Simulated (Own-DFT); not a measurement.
# A layer strained by its substrate: wurtzite AlGaN with randomly placed atoms, 72 atoms (Al9Ga27N36)

Everything here is calculated. The program is Own-DFT (plane waves, in-house, since retired, never reviewed by a person); positions were held fixed, and spin and spin-orbit coupling were off.

All runs used: PBE; PseudoDojo norm-conserving scalar-relativistic files (stringent for Ga); cutoff 96 hartree; 4 x 4 x 3 k mesh centred on Gamma; Gaussian smearing of 0.01 eV.

Caveats: forces on such cells passed a denser k mesh, each cell not checked; stress not checked against mesh or cutoff.

Unstrained cell vectors in Å: (9.509, 0.000, 0.000); (-4.755, 8.235, 0.000); (0.000, 0.000, 10.268). The unstrained cell has measured lattice constants (interpolated for alloys), not those of this functional. That, the random moves and any unrelaxed bonds set the pressure at no strain. Each run strains x and y alike by e, as a substrate would, and holds the height along z. Each atom got a random Gaussian move of width 0.05 Å along each axis. The random placing of the alloy's atoms differs from row to row. Stress is positive in tension.

| e (%) | u (Å) | (s_xx + s_yy)/2 (GPa) | s_zz (GPa) |
|---|---|---|---|
| -2.75 | 0.051 | -25.12 | -11.43 |
| -2.50 | 0.050 | -22.88 | -10.90 |
| -1.50 | 0.049 | -15.38 | -9.27 |
| -0.75 | 0.051 | -11.53 | -7.56 |
| -0.25 | 0.051 | -9.10 | -5.96 |
| 1.00 | 0.051 | -1.93 | -5.90 |
| 1.75 | 0.050 | 2.41 | -5.70 |
| 2.00 | 0.047 | ? | ? |
| 2.75 | 0.048 | 6.00 | -3.24 |
| 3.00 | 0.048 | 7.49 | -4.12 |

## Worked fit

With e as a fraction, the in-plane stress is -7.1 + 565 e - 2840 e² GPa (errors 8 and 528, scatter 0.51), and s_zz is -7.2 + 129 e GPa (slope ± 14, scatter 0.84). At e = 0 the first slope is C11 + C12 and the second 2 C13, both with the ions held to the strained lattice and at the cell's own pressure. The term in e² is negative: the layer stiffens under compression and softens under tension. A free layer would change its height as e changes, and the in-plane slope would drop by 2 C13²/C33 to the biaxial modulus. At fixed height, a misfit of 1 % moves the in-plane stress by about 5.6 GPa and s_zz by 1.3 GPa.

## The run left out

Q: what are the two stresses at e = 2.00 %?

From the fit: 3.1 and -4.7 GPa. The calculation gave 2.60 and -3.33 GPa.
